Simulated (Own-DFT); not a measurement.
# One host, several defects: zincblende GaAs

Everything here is calculated. The program is Own-DFT (plane waves, in-house, since retired, never reviewed by a person); positions were held fixed, and spin and spin-orbit coupling were off.

Settings: PBE; PseudoDojo norm-conserving scalar-relativistic files; cutoff 42 hartree; 3 x 3 x 3 k mesh centred on Gamma; Fermi-Dirac smearing of 0.1 eV.

Limits (not all hold for every row): not probed for a lower state with spin; forces not confirmed at this smearing and k mesh; stress not checked against mesh or cutoff.

All runs share one cell, with vectors in Å (11.737, 0.000, 0.000); (0.000, 11.737, 0.000); (0.000, 0.000, 10.919) and a volume of 1504.3 Å³, strained against the parent crystal. Atoms were moved at random from their sites; u is the rms move along one axis. The defect's site can differ from row to row.

```
cell,formula,u (Å),P (GPa)
no defect,As32Ga32,0.0296,0.73
no defect,As32Ga32,0.0433,0.92
no defect,As32Ga32,0.0474,0.92
one In on a Ga site,As32Ga31In,0.0269,1.34
one In on a Ga site,As32Ga31In,0.0303,1.34
one In on a Ga site,As32Ga31In,0.0520,1.84
one In on a Ga site,As32Ga31In,0.0520,?
one Al on a Ga site,AlAs32Ga31,0.0284,0.71
one Al on a Ga site,AlAs32Ga31,0.0313,0.76
one Al on a Ga site,AlAs32Ga31,0.0460,0.93
one As vacancy and one Ga vacancy,As31Ga31,0.0279,0.51
one As vacancy and one Ga vacancy,As31Ga31,0.0290,0.47
one As vacancy and one Ga vacancy,As31Ga31,0.0478,0.61
one P on an As site,As31Ga32P,0.0309,0.55
one P on an As site,As31Ga32P,0.0314,0.54
one P on an As site,As31Ga32P,0.0494,0.80
```

## Analysis

P = P0 + c u² + a shift for each defect gives P0 = 0.56 GPa, c = 180 ± 23 GPa/Å² and a scatter of 0.06 GPa. The shifts, and each times the cell's volume:

- one In on a Ga site: 0.69 ± 0.05 GPa, 6.4 eV
- one Al on a Ga site: 0.01 ± 0.05 GPa, 0.1 eV (not resolved)
- one P on an As site: -0.19 ± 0.05 GPa, -1.8 eV
- one As vacancy and one Ga vacancy: -0.26 ± 0.05 GPa, -2.5 eV

Against the defect-free cell, a freed cell would be larger where the shift is positive and smaller where it is negative (160.2 GPa Å³ is 1 eV). The atoms around the defects weren't relaxed, which would change these numbers.

## Withheld run

Question: what pressure belongs in the blank (one In on a Ga site, u = 0.0520 Å)?

Estimate: 1.73 ± 0.08 GPa. The run itself gave 1.83 GPa.
